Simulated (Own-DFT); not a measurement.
# What a defect does to the pressure of its cell: wurtzite GaN

Everything here is calculated. The program is Own-DFT (plane waves, in-house, since retired, never reviewed by a person); positions were held fixed, and spin and spin-orbit coupling were off.

Common settings: PBE; PseudoDojo norm-conserving scalar-relativistic files; cutoff 42 hartree; 4 x 4 x 3 k mesh centred on Gamma; Fermi-Dirac smearing of 0.1 eV.

Known weak points (not all hold for every row): not probed for a lower state with spin; forces not confirmed at this smearing and k mesh; stress not checked against mesh or cutoff.

All runs share one cell, with vectors in Å (9.567, 0.000, 0.000); (-4.784, 8.285, 0.000); (0.000, 0.000, 10.370) and a volume of 822.0 Å³. Atoms were moved at random from their sites; u is the rms move along one axis. The defect's site can differ from row to row.

| cell | formula | u (Å) | P (GPa) |
|---|---|---|---|
| no defect | Ga36N36 | 0.0194 | 5.91 |
| no defect | Ga36N36 | 0.0499 | 7.41 |
| no defect | Ga36N36 | 0.0535 | 7.97 |
| one Ga on an N site | Ga37N35 | 0.0272 | ? |
| one Ga on an N site | Ga37N35 | 0.0308 | 11.79 |
| one Ga on an N site | Ga37N35 | 0.0492 | 13.30 |
| one Ga on an N site | Ga37N35 | 0.0512 | 13.66 |
| one N on a Ga site | Ga35N37 | 0.0306 | 5.43 |
| one N on a Ga site | Ga35N37 | 0.0481 | 6.23 |
| one N on a Ga site | Ga35N37 | 0.0498 | 6.65 |

## Worked fit

P = P0 + c u² + a shift for each defect gives P0 = 5.48 GPa, c = 844 ± 82 GPa/Å² and a scatter of 0.21 GPa. The shifts, and each times the cell's volume:

- one Ga on an N site: 5.75 ± 0.17 GPa, 29.5 eV
- one N on a Ga site: -0.99 ± 0.17 GPa, -5.1 eV

Positive is outwards. The product with the volume (160.2 GPa Å³ to the eV) is nearly free of the cell's size; divided by the bulk modulus at the cell's pressure it gives the volume that the defect adds. The atoms around the defects weren't relaxed, which would change these numbers.

## Prediction

Q: what pressure belongs in the blank (one Ga on an N site, u = 0.0272 Å)?

From the fit: 11.85 ± 0.27 GPa. The calculation gave 12.06 GPa.
